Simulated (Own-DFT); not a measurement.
# Computed records: GaN (wurtzite, atoms displaced)

All values are calculated (Own-DFT development build). A calculation, not a measurement: plane-wave PBE density functional theory by an unreviewed code, no spin, of a simulated periodic cell, stress positive in tension, free energy of the whole cell less one offset for each atom, forces on such cells passed a denser k mesh, this cell's mesh not checked; offsets are fitted by least squares, one for each functional and potential file, so energies compare only between cells with the same atoms and settings and are not formation energies; the far tail of each file's local potential was reset to the Coulomb form; each entry is a single point on an unrelaxed cell, so the pressure reflects the starting lattice, mostly measured values (interpolated for alloys), from which strain is counted, and rises with the displacements; printed positions are rounded, which can move forces by about a meV/angstrom; the program, named Own-DFT, is a retired in-house code; no spin-orbit coupling.

Common to all runs: functional PBE; potential files PseudoDojo norm-conserving, scalar-relativistic, standard set with the stringent files for Ga; wave cutoff 96 hartree; occupations Gaussian; smearing width 0.01 eV; k mesh 3 x 4 x 3 centred on Gamma.

(1) GaN (wurtzite, atoms displaced)

```
GaN
1.0
     12.7560     0.0000     0.0000
     -4.7835     8.2853     0.0000
      0.0000     0.0000    10.3700
Ga N Ga N Ga N Ga N Ga N Ga N Ga N Ga N Ga N Ga N Ga N Ga N Ga N Ga N Ga N Ga N Ga N Ga N Ga N Ga N Ga N Ga N Ga N Ga N
2 2 2 2 2 2 2 2 2 2 2 2 2 2 2 2 2 2 2 2 2 2 2 2 2 2 2 2 2 2 2 2 2 2 2 2 2 2 2 2 2 2 2 2 2 2 2 2
Direct
  0.08414 0.22296 0.00063
  0.16606 0.10977 0.25245
  0.08305 0.22465 0.18603
  0.16579 0.11242 0.43993
  0.08306 0.22095 0.50010
  0.16493 0.11146 0.74925
  0.08338 0.22279 0.68906
  0.16978 0.11577 0.94164
  0.08118 0.55407 0.00081
  0.17003 0.44573 0.24740
  0.07970 0.55706 0.18732
  0.16499 0.44610 0.43699
  0.08223 0.55316 0.50291
  0.16626 0.44492 0.75198
  0.08173 0.55642 0.68913
  0.16620 0.44884 0.94028
  0.08394 0.89417 0.00134
  0.16637 0.77978 0.24869
  0.07916 0.88676 0.19170
  0.16819 0.78140 0.44025
  0.08573 0.89105 0.49716
  0.16653 0.77443 0.74853
  0.08142 0.88713 0.69035
  0.16548 0.77644 0.93992
  0.33257 0.21900 0.99780
  0.41819 0.11320 0.25051
  0.33466 0.22565 0.18692
  0.41631 0.10838 0.43817
  0.33597 0.22278 0.50386
  0.41978 0.11412 0.74905
  0.33265 0.22068 0.68938
  0.41532 0.10824 0.93878
  0.33318 0.55463 0.00286
  0.41715 0.44678 0.25104
  0.33332 0.55772 0.18847
  0.41708 0.44383 0.43770
  0.33018 0.55245 0.49872
  0.41396 0.44077 0.74982
  0.33165 0.55596 0.68677
  0.41784 0.44233 0.93716
  0.33308 0.88732 0.99911
  0.42029 0.77995 0.24869
  0.33418 0.88995 0.18918
  0.41700 0.77901 0.43641
  0.33577 0.89087 0.50027
  0.41626 0.77915 0.74754
  0.33504 0.88785 0.68974
  0.41588 0.77968 0.93877
  0.58492 0.22175 0.00415
  0.66576 0.11239 0.25029
  0.58521 0.22005 0.18855
  0.66748 0.11209 0.43826
  0.58256 0.22440 0.49607
  0.66877 0.11631 0.74846
  0.58191 0.21984 0.68888
  0.66319 0.10918 0.93991
  0.58153 0.55242 0.99987
  0.66519 0.44082 0.24982
  0.58239 0.55422 0.18954
  0.66488 0.44192 0.43670
  0.58209 0.55434 0.49840
  0.66316 0.44275 0.74818
  0.58168 0.55671 0.68889
  0.66735 0.44469 0.93692
  0.58419 0.89095 0.99613
  0.66740 0.77185 0.24888
  0.58411 0.88773 0.19033
  0.66685 0.77563 0.43727
  0.58312 0.88622 0.50094
  0.66764 0.77701 0.74996
  0.58096 0.89357 0.69044
  0.66938 0.78121 0.93906
  0.83475 0.22256 0.99782
  0.91527 0.10842 0.24820
  0.83348 0.22597 0.18705
  0.91586 0.11324 0.43628
  0.83106 0.22031 0.49993
  0.91365 0.10940 0.75037
  0.83440 0.22284 0.69030
  0.91787 0.11335 0.93932
  0.83138 0.55285 0.00225
  0.91718 0.44455 0.25136
  0.83389 0.55695 0.18501
  0.91845 0.44388 0.43802
  0.83134 0.55258 0.49727
  0.91608 0.44334 0.74983
  0.83242 0.55473 0.68933
  0.91592 0.44422 0.93770
  0.83295 0.88978 0.00317
  0.91575 0.77743 0.24744
  0.83201 0.88974 0.19060
  0.91475 0.77452 0.43645
  0.83630 0.89106 0.49748
  0.91527 0.77525 0.75143
  0.83237 0.88970 0.68893
  0.91403 0.77554 0.93832
```

* free energy of cell above offsets: -10.532 eV
* pressure: 5.35 GPa
* stress xx: -5.31 GPa
* stress yy: -5.31 GPa
* stress zz: -5.42 GPa
* stress yz: -0.2 GPa
* stress xz: 0.24 GPa
* stress xy: -0.23 GPa

Force:
| element | x (eV/Å) | y (eV/Å) | z (eV/Å) |
| --- | --- | --- | --- |
| Ga | -0.151 | 0.357 | -0.24 |
| Ga | -0.03 | 0.438 | -0.451 |
| N | 0.301 | -0.41 | 0.588 |
| N | 0.542 | 0.176 | -0.049 |
| Ga | -0.457 | 0.428 | -0.024 |
| Ga | 0.203 | -0.436 | 0.314 |
| N | -0.328 | 0 | -0.008 |
| N | -0.592 | -0.433 | -0.725 |
| Ga | -0.255 | 0.42 | 0.005 |
| Ga | -1.21 | 0.074 | 0.258 |
| N | 0.964 | 0.001 | 0.326 |
| N | 0.367 | -0.441 | -0.041 |
| Ga | -0.058 | 0.673 | -0.463 |
| Ga | -0.096 | 0.091 | -0.078 |
| N | 0.37 | -0.492 | 0.005 |
| N | 0.544 | -0.557 | -0.142 |
| Ga | 0.105 | -0.811 | -0.245 |
| Ga | 0.293 | -0.272 | 0.31 |
| N | 0.553 | 0.682 | -0.493 |
| N | 0.215 | -0.509 | -0.253 |
| Ga | -0.52 | -0.512 | 0.648 |
| Ga | -0.245 | 0.744 | 0.475 |
| N | 0.227 | 0.247 | -0.376 |
| N | -0.229 | 0.295 | -0.177 |
| Ga | 0.484 | 0.43 | 0.43 |
| Ga | -0.356 | -0.279 | -0.334 |
| N | -0.036 | -0.381 | 0.343 |
| N | -0.214 | 0.64 | 0.026 |
| Ga | -0.403 | -0.162 | -0.655 |
| Ga | -0.37 | -0.816 | 0.529 |
| N | 0.008 | -0.062 | 0.034 |
| N | 0.337 | 0.444 | -0.078 |
| Ga | 0.098 | 0.309 | -0.749 |
| Ga | -0.12 | -0.322 | -0.235 |
| N | 0.478 | -0.044 | 0.127 |
| N | -0.296 | -0.151 | 0.24 |
| Ga | 0.158 | 0.503 | -0.012 |
| Ga | -0.128 | 0.669 | -0.034 |
| N | 0.259 | -0.231 | 0.186 |
| N | -0.611 | 0.128 | 0.175 |
| Ga | -0.333 | 0.03 | 0.223 |
| Ga | -0.52 | 0.085 | 0.131 |
| N | -0.084 | 0.061 | -0.078 |
| N | 0.191 | -0.386 | 0.315 |
| Ga | -0.148 | -0.583 | 0.109 |
| Ga | 0.223 | -0.374 | 0.629 |
| N | -0.759 | 0.44 | -0.35 |
| N | 0.523 | -0.626 | -0.181 |
| Ga | -0.578 | 0.045 | -0.889 |
| Ga | 1.004 | -0.559 | -0.01 |
| N | -0.76 | 0.347 | 0.286 |
| N | -0.371 | -0.219 | 0.14 |
| Ga | 0.443 | -0.661 | 0.669 |
| Ga | -0.165 | -0.518 | 0.497 |
| N | 0.094 | 0.693 | -0.707 |
| N | 0.732 | 0.648 | -0.486 |
| Ga | 0.308 | 0.509 | -0.121 |
| Ga | 0.237 | 0.472 | -0.327 |
| N | 0.236 | -0.377 | -0.335 |
| N | -0.029 | 0.333 | 0.047 |
| Ga | 0.128 | 0.321 | 0.331 |
| Ga | 0.431 | 0.213 | 0.201 |
| N | 0.018 | -0.312 | -0.319 |
| N | -0.309 | -0.344 | 0.256 |
| Ga | -0.122 | -0.516 | 0.672 |
| Ga | -0.765 | 0.734 | 0.246 |
| N | 0.37 | 0.188 | -0.536 |
| N | 0.06 | 0.151 | 0.226 |
| Ga | -0.101 | 0.233 | -0.106 |
| Ga | -0.633 | 0.372 | 0.054 |
| N | 1.08 | -0.373 | -0.304 |
| N | -0.313 | -0.612 | -0.025 |
| Ga | -0.562 | 0.031 | 0.346 |
| Ga | -0.3 | 0.907 | 0.064 |
| N | 0.15 | -0.561 | 0.083 |
| N | 0.35 | -0.201 | 0.24 |
| Ga | 0.282 | 0.307 | 0.026 |
| Ga | 0.586 | 0.073 | 0.14 |
| N | -0.199 | -0.007 | -0.457 |
| N | 0.151 | -0.372 | -0.122 |
| Ga | 0.216 | 0.266 | -0.798 |
| Ga | -0.174 | 0.032 | -0.247 |
| N | -0.318 | -0.394 | 0.982 |
| N | -0.55 | -0.098 | 0.274 |
| Ga | 0.331 | 0.251 | 0.501 |
| Ga | -0.247 | 0.333 | 0.184 |
| N | -0.225 | -0.279 | -0.477 |
| N | -0.077 | -0.086 | -0.065 |
| Ga | 0.246 | 0.004 | -0.454 |
| Ga | -0.283 | -0.293 | 0.407 |
| N | 0.367 | -0.247 | -0.317 |
| N | 0.266 | 0.293 | 0.079 |
| Ga | -0.342 | -0.293 | 0.295 |
| Ga | -0.093 | 0.188 | -0.157 |
| N | 0.3 | -0.124 | -0.39 |
| N | 0.237 | 0.424 | 0.452 |

(2) GaN (wurtzite, atoms displaced)

```
GaN
1.0
     12.7560     0.0000     0.0000
     -4.7835     8.2853     0.0000
      0.0000     0.0000    10.3700
Ga N Ga N Ga N Ga N Ga N Ga N Ga N Ga N Ga N Ga N Ga N Ga N Ga N Ga N Ga N Ga N Ga N Ga N Ga N Ga N Ga N Ga N Ga N Ga N
2 2 2 2 2 2 2 2 2 2 2 2 2 2 2 2 2 2 2 2 2 2 2 2 2 2 2 2 2 2 2 2 2 2 2 2 2 2 2 2 2 2 2 2 2 2 2 2
Direct
  0.08184 0.21997 0.99892
  0.16715 0.11204 0.25188
  0.08366 0.22291 0.18797
  0.16436 0.11012 0.43631
  0.08209 0.21903 0.50312
  0.16592 0.10959 0.75346
  0.08379 0.22192 0.68788
  0.16704 0.10733 0.94056
  0.08174 0.55765 0.99923
  0.16793 0.44561 0.25083
  0.08251 0.55823 0.19062
  0.17014 0.44421 0.44049
  0.08300 0.55515 0.50272
  0.16790 0.44418 0.74621
  0.08514 0.55226 0.68902
  0.16557 0.44360 0.94092
  0.08613 0.88840 0.00029
  0.16866 0.77862 0.25155
  0.08497 0.88939 0.18822
  0.16673 0.77615 0.44104
  0.08545 0.89526 0.50322
  0.16519 0.77805 0.74572
  0.08396 0.89041 0.68804
  0.16637 0.77832 0.94055
  0.33403 0.22058 0.00065
  0.41644 0.11341 0.25096
  0.33224 0.22191 0.19101
  0.41646 0.11185 0.44024
  0.33301 0.22033 0.50288
  0.41861 0.11342 0.74696
  0.33436 0.22372 0.69064
  0.41766 0.11207 0.94116
  0.33484 0.55548 0.00257
  0.41648 0.44408 0.25115
  0.33153 0.55627 0.19141
  0.41579 0.44497 0.44003
  0.33394 0.55557 0.50103
  0.41589 0.44402 0.74970
  0.33258 0.55638 0.68415
  0.41586 0.44638 0.93696
  0.33776 0.89065 0.99902
  0.41696 0.77858 0.24738
  0.33447 0.88644 0.18883
  0.41974 0.77706 0.43571
  0.33548 0.89088 0.50074
  0.41772 0.77735 0.74966
  0.33489 0.89197 0.68768
  0.41636 0.77988 0.93809
  0.58006 0.21732 0.00064
  0.66595 0.10970 0.25044
  0.58315 0.21763 0.19027
  0.66759 0.10917 0.43543
  0.58227 0.22609 0.49759
  0.66876 0.11359 0.74731
  0.58293 0.22121 0.68839
  0.66473 0.10735 0.93900
  0.58529 0.55725 0.99764
  0.66701 0.44276 0.25075
  0.58378 0.55699 0.18913
  0.66734 0.44381 0.43968
  0.58517 0.55967 0.50053
  0.66369 0.44444 0.75248
  0.58118 0.55393 0.68596
  0.66678 0.44409 0.93907
  0.58572 0.89367 0.99934
  0.66718 0.78064 0.24931
  0.58188 0.89133 0.18522
  0.66622 0.77879 0.43734
  0.58438 0.89143 0.49972
  0.66698 0.77816 0.75071
  0.58240 0.89006 0.68974
  0.66618 0.77590 0.94041
  0.83307 0.22397 0.00063
  0.91535 0.11304 0.25217
  0.83837 0.22595 0.18619
  0.91704 0.11145 0.43828
  0.83203 0.22355 0.50144
  0.91408 0.11073 0.74808
  0.83222 0.21997 0.68676
  0.91693 0.11047 0.94069
  0.83400 0.55466 0.99458
  0.91752 0.44411 0.25328
  0.83070 0.55304 0.19099
  0.91708 0.44585 0.43581
  0.83446 0.55579 0.49917
  0.91471 0.44352 0.75171
  0.83794 0.55685 0.68726
  0.91624 0.44843 0.93780
  0.83614 0.89028 0.00002
  0.91485 0.77758 0.24869
  0.83174 0.88731 0.18293
  0.91770 0.77574 0.43901
  0.83062 0.88731 0.49849
  0.91381 0.77645 0.75152
  0.83461 0.88733 0.69220
  0.91635 0.77928 0.93799
```

- free energy of cell above offsets: -10.348 eV
- pressure: 5.44 GPa
- stress xx: -5.12 GPa
- stress yy: -5.34 GPa
- stress zz: -5.86 GPa
- stress yz: 0.22 GPa
- stress xz: -0.07 GPa
- stress xy: 0.24 GPa

Force:
| element | x (eV/Å) | y (eV/Å) | z (eV/Å) |
| --- | --- | --- | --- |
| Ga | 0.336 | 0.351 | 0.357 |
| Ga | -0.439 | -0.239 | -0.571 |
| N | -0.063 | -0.139 | 0.203 |
| N | 0.521 | 0.367 | 0.694 |
| Ga | 0.052 | 0.548 | -0.662 |
| Ga | 0.086 | 0.18 | -0.124 |
| N | -0.146 | -0.345 | 0.488 |
| N | -0.207 | 0.555 | -0.191 |
| Ga | 0.661 | -0.143 | 0.452 |
| Ga | -0.588 | -0.227 | 0.093 |
| N | 0.352 | -0.292 | -0.295 |
| N | -0.865 | -0.268 | -0.093 |
| Ga | 0.376 | -0.146 | -0.547 |
| Ga | 0.095 | -0.084 | 0.976 |
| N | -0.926 | 0.267 | 0.15 |
| N | 0.132 | 0.145 | -0.571 |
| Ga | -0.531 | -0.186 | 0.296 |
| Ga | -0.281 | -0.021 | 0.044 |
| N | -0.289 | -0.047 | 0.226 |
| N | -0.058 | 0.501 | 0.046 |
| Ga | 0.092 | -0.965 | -0.675 |
| Ga | 0.498 | -0.111 | 0.708 |
| N | -0.346 | -0.102 | 0.375 |
| N | 0.577 | 0.059 | -0.819 |
| Ga | -0.346 | 0.391 | 0.144 |
| Ga | 0.183 | -0.574 | -0.072 |
| N | 0.272 | 0.167 | -0.387 |
| N | -0.025 | 0.004 | -0.255 |
| Ga | -0.462 | 0.433 | -0.347 |
| Ga | -0.202 | -0.33 | 0.681 |
| N | -0.251 | -0.314 | -0.087 |
| N | -0.211 | -0.089 | -0.748 |
| Ga | -0.673 | 0.118 | -0.124 |
| Ga | -0.047 | 0.292 | 0.079 |
| N | 0.711 | -0.057 | -0.45 |
| N | 0.585 | -0.282 | -0.022 |
| Ga | 0.052 | 0.277 | -0.642 |
| Ga | -0.322 | 0.285 | -0.068 |
| N | 0.439 | 0.054 | 0.946 |
| N | 0.493 | -0.368 | 0.247 |
| Ga | -0.954 | -0.328 | 0.293 |
| Ga | 0.18 | -0.137 | 0.448 |
| N | -0.47 | 0.733 | -0.103 |
| N | -0.482 | 0.292 | 0.363 |
| Ga | 0.135 | -0.621 | -0.338 |
| Ga | -0.496 | -0.009 | 0.074 |
| N | -0.014 | -0.321 | 0.255 |
| N | 0.687 | -0.422 | -0.093 |
| Ga | 0.54 | 0.614 | 0.213 |
| Ga | 0.57 | 0.227 | -0.391 |
| N | -0.45 | 0.563 | -0.205 |
| N | -0.458 | 0.563 | 0.623 |
| Ga | 0.642 | -0.55 | 0.313 |
| Ga | -0.509 | -0.426 | 0.547 |
| N | 0.24 | 0.475 | -0.233 |
| N | 0.204 | 1.151 | -0.543 |
| Ga | -0.371 | -0.295 | 0.667 |
| Ga | -0.355 | 0.072 | -0.192 |
| N | -0.019 | -0.264 | -0.117 |
| N | -0.243 | 0.435 | -0.098 |
| Ga | -0.207 | -0.616 | -0.479 |
| Ga | 0.664 | 0.029 | -0.578 |
| N | 0.27 | 0.406 | 0.534 |
| N | -0.071 | -0.39 | -0.069 |
| Ga | -0.005 | -1.106 | -0.061 |
| Ga | -0.175 | -0.239 | -0.403 |
| N | 0.605 | -0.228 | 0.362 |
| N | 0.075 | 0.091 | 0.063 |
| Ga | -0.186 | -0.337 | 0.105 |
| Ga | -0.202 | -0.088 | 0.159 |
| N | 0.568 | 0.01 | -0.309 |
| N | 0.028 | 0.559 | -0.461 |
| Ga | 0.202 | -0.117 | -0.155 |
| Ga | 0.754 | -0.294 | -0.591 |
| N | -0.958 | -0.376 | 0.402 |
| N | -0.352 | -0.115 | 0.405 |
| Ga | 0.334 | 0.041 | -0.699 |
| Ga | 0.729 | -0.026 | 0.615 |
| N | 0.011 | 0.492 | 0.279 |
| N | -0.493 | 0.243 | -0.798 |
| Ga | -0.614 | 0.504 | 1.269 |
| Ga | -0.217 | 0.368 | -0.83 |
| N | 0.473 | 0.186 | -0.746 |
| N | 0.175 | -0.385 | 1.03 |
| Ga | -0.004 | 0.05 | 0.039 |
| Ga | 0.71 | 0.091 | -0.36 |
| N | -1.053 | -0.298 | 0.219 |
| N | 0.439 | -0.805 | -0.119 |
| Ga | -0.521 | -0.196 | -0.367 |
| Ga | 0.476 | -0.028 | 0.058 |
| N | 0.047 | 0.467 | 1.211 |
| N | -0.463 | 0.558 | -0.058 |
| Ga | 0.734 | 0.074 | 0.286 |
| Ga | 0.847 | 0.072 | -0.137 |
| N | -0.742 | 0.212 | -0.854 |
| N | 0.512 | -0.224 | 0.097 |

(3) GaN (wurtzite, atoms displaced)

```
GaN
1.0
     12.7560     0.0000     0.0000
     -4.7835     8.2853     0.0000
      0.0000     0.0000    10.3700
Ga N Ga N Ga N Ga N Ga N Ga N Ga N Ga N Ga N Ga N Ga N Ga N Ga N Ga N Ga N Ga N Ga N Ga N Ga N Ga N Ga N Ga N Ga N Ga N
2 2 2 2 2 2 2 2 2 2 2 2 2 2 2 2 2 2 2 2 2 2 2 2 2 2 2 2 2 2 2 2 2 2 2 2 2 2 2 2 2 2 2 2 2 2 2 2
Direct
  0.08298 0.21973 0.00197
  0.16443 0.11000 0.24894
  0.08082 0.22352 0.18871
  0.16660 0.11407 0.43572
  0.08197 0.22097 0.49880
  0.16772 0.11112 0.75072
  0.08358 0.22180 0.68814
  0.16399 0.10743 0.93698
  0.08621 0.55875 0.00147
  0.17153 0.44718 0.25301
  0.08453 0.55485 0.18902
  0.16790 0.44509 0.44140
  0.08126 0.55227 0.49919
  0.16713 0.44871 0.74919
  0.08081 0.55409 0.69015
  0.16268 0.44338 0.93985
  0.08087 0.88888 0.99932
  0.16099 0.77545 0.25229
  0.08142 0.88772 0.18808
  0.16593 0.77594 0.43716
  0.08287 0.88828 0.50191
  0.16192 0.77816 0.74797
  0.08261 0.89135 0.68853
  0.16452 0.77798 0.93898
  0.33392 0.22289 0.99955
  0.41712 0.11202 0.24787
  0.33360 0.21916 0.18605
  0.41775 0.11383 0.43442
  0.33453 0.22120 0.50033
  0.41638 0.11085 0.74936
  0.33302 0.22405 0.68759
  0.41849 0.11175 0.94015
  0.33116 0.55329 0.00142
  0.41708 0.44706 0.24724
  0.33692 0.55765 0.18693
  0.41611 0.44205 0.43765
  0.33524 0.55986 0.50321
  0.41753 0.44400 0.74518
  0.33227 0.55119 0.68946
  0.41742 0.44572 0.93728
  0.33734 0.89057 0.00412
  0.41669 0.78099 0.25101
  0.33171 0.88575 0.18424
  0.41537 0.77663 0.43549
  0.33209 0.88715 0.49990
  0.41461 0.77448 0.75094
  0.33414 0.89014 0.68681
  0.41507 0.77933 0.93942
  0.58263 0.22203 0.99776
  0.66232 0.10674 0.25284
  0.58058 0.22256 0.18704
  0.66477 0.10987 0.43864
  0.58241 0.22027 0.50021
  0.66794 0.11213 0.75134
  0.58160 0.22119 0.68406
  0.66304 0.10721 0.93628
  0.58276 0.55767 0.00017
  0.66938 0.44563 0.25078
  0.58353 0.55641 0.18725
  0.66813 0.44918 0.43806
  0.58447 0.55472 0.50439
  0.66609 0.44270 0.74986
  0.58452 0.55675 0.68926
  0.66400 0.44157 0.93850
  0.58090 0.88667 0.00168
  0.66375 0.77316 0.24798
  0.58301 0.89036 0.18861
  0.66619 0.77651 0.43923
  0.58151 0.88757 0.50283
  0.66960 0.77809 0.74936
  0.58471 0.89135 0.68928
  0.66680 0.77718 0.93981
  0.83315 0.22296 0.00056
  0.91728 0.11144 0.24735
  0.83514 0.22560 0.18566
  0.91868 0.11353 0.43763
  0.83156 0.21794 0.49906
  0.91741 0.11045 0.75128
  0.83194 0.22208 0.68804
  0.91634 0.11389 0.93868
  0.83271 0.55563 0.99875
  0.91760 0.44284 0.24950
  0.83268 0.55443 0.18703
  0.91512 0.44313 0.43635
  0.83246 0.55554 0.50112
  0.91423 0.44287 0.75013
  0.83287 0.55060 0.68858
  0.91686 0.44158 0.94016
  0.83795 0.89094 0.00163
  0.91509 0.77922 0.25346
  0.83266 0.88525 0.19005
  0.91596 0.77809 0.43669
  0.83495 0.88942 0.50136
  0.91821 0.78007 0.74960
  0.83105 0.89060 0.68974
  0.91553 0.77651 0.94226
```

* free energy of cell above offsets: -10.425 eV
* pressure: 5.37 GPa
* stress xx: -4.96 GPa
* stress yy: -4.79 GPa
* stress zz: -6.37 GPa
* stress yz: 0.01 GPa
* stress xz: 0.18 GPa
* stress xy: 0.18 GPa

Force:
| element | x (eV/Å) | y (eV/Å) | z (eV/Å) |
| --- | --- | --- | --- |
| Ga | -0.297 | 0.449 | -0.398 |
| Ga | 0.34 | 0.187 | -0.12 |
| N | 0.849 | 0.146 | 0.044 |
| N | 0.329 | -0.588 | 0.478 |
| Ga | 0.355 | 0.328 | 0.335 |
| Ga | -0.377 | 0.498 | -0.15 |
| N | -0.051 | 0.13 | 0.07 |
| N | 0.238 | 0.513 | 0.259 |
| Ga | -0.586 | -0.215 | -0.048 |
| Ga | -0.478 | -0.089 | -0.211 |
| N | 0.085 | 0.057 | 0.254 |
| N | 0.015 | 0.08 | -0.188 |
| Ga | -0.07 | 0.057 | 0.165 |
| Ga | -0.095 | -0.806 | 0.392 |
| N | 0.018 | 0.339 | -0.508 |
| N | 0.871 | -0.075 | -0.273 |
| Ga | 0.654 | -0.269 | 0.342 |
| Ga | 0.736 | 0.185 | -0.704 |
| N | -0.225 | 0.126 | 0.071 |
| N | -0.24 | 0.12 | 0.594 |
| Ga | -0.015 | 0.355 | -0.728 |
| Ga | 1.008 | -0.146 | 0.601 |
| N | -0.035 | -0.112 | -0.183 |
| N | 0.398 | 0.383 | -0.28 |
| Ga | -0.02 | -0.128 | -0.192 |
| Ga | -0.19 | -0.401 | -0.07 |
| N | -0.742 | 0.473 | 0.224 |
| N | 0.032 | -0.667 | 0.482 |
| Ga | -0.449 | 0.12 | -0.477 |
| Ga | 0.036 | 0.032 | 0.28 |
| N | 0.31 | -0.504 | 0.082 |
| N | -0.564 | -0.178 | -0.617 |
| Ga | -0.015 | 0.146 | -0.606 |
| Ga | 0.499 | -0.688 | 0.487 |
| N | -0.528 | 0.052 | 0.314 |
| N | -0.057 | 0.538 | 0.208 |
| Ga | 0.233 | -0.781 | -0.575 |
| Ga | 0.037 | 0.075 | 0.915 |
| N | -0.134 | 0.715 | -0.035 |
| N | -0.322 | -0.179 | -0.221 |
| Ga | -1.111 | -0.086 | -1.105 |
| Ga | 0.036 | -0.286 | -0.472 |
| N | -0.34 | 0.223 | 1.465 |
| N | 0.046 | 0.287 | 0.651 |
| Ga | 0.039 | 0.445 | -0.304 |
| Ga | 0.222 | 0.471 | 0.08 |
| N | -0.413 | -0.457 | 0.187 |
| N | 0.432 | -0.671 | -0.231 |
| Ga | 0.319 | -0.011 | 0.422 |
| Ga | 0.367 | 0.947 | -0.654 |
| N | 0.763 | 0.06 | 0.137 |
| N | 0.172 | -0.135 | 0.096 |
| Ga | -0.103 | 0.527 | -0.528 |
| Ga | -0.383 | -0.111 | -0.3 |
| N | 0.192 | 0.096 | 0.769 |
| N | 0.378 | 0.366 | 0.505 |
| Ga | 0.275 | -0.302 | -0.162 |
| Ga | -0.473 | -0.188 | -0.24 |
| N | 0.148 | -0.419 | 0.067 |
| N | 0.157 | -0.722 | 0.193 |
| Ga | -0.451 | 0.109 | -0.906 |
| Ga | -0.048 | -0.121 | 0.13 |
| N | 0.086 | -0.114 | 0.151 |
| N | 0.188 | 0.507 | -0.229 |
| Ga | 0.338 | 0.142 | -0.415 |
| Ga | 0.099 | 0.606 | 0.522 |
| N | 0.103 | -0.401 | 0.077 |
| N | -0.039 | 0.228 | -0.014 |
| Ga | 0.314 | -0.048 | -0.329 |
| Ga | -0.981 | -0.009 | 0.582 |
| N | -0.183 | -0.627 | 0.121 |
| N | 0.159 | 0.419 | -0.146 |
| Ga | -0.394 | -0.268 | -0.213 |
| Ga | -0.613 | -0.201 | 0.309 |
| N | -0.425 | -0.92 | 0.67 |
| N | -0.343 | -0.525 | -0.13 |
| Ga | -0.078 | 0.445 | 0.076 |
| Ga | -0.239 | 0.554 | -0.082 |
| N | 0.414 | -0.145 | -0.078 |
| N | 0.379 | -0.517 | 0.105 |
| Ga | 0.126 | -0.571 | 0.22 |
| Ga | -0.272 | 0.291 | -0.225 |
| N | 0.302 | 0.323 | 0.235 |
| N | 0.009 | -0.072 | 0.4 |
| Ga | 0.27 | -0.123 | -0.306 |
| Ga | 0.542 | -0.273 | 0.474 |
| N | -0.533 | 1.016 | 0.06 |
| N | -0.327 | 0.612 | -0.323 |
| Ga | -1.065 | -0.061 | -0.024 |
| Ga | 0.444 | -0.58 | -0.768 |
| N | -0.442 | 0.575 | -0.165 |
| N | 0.3 | -0.03 | 0.964 |
| Ga | -0.552 | 0.104 | -0.372 |
| Ga | -0.549 | -0.543 | 0.343 |
| N | 1.108 | -0.152 | -0.245 |
| N | 0.077 | 0.059 | -1.049 |
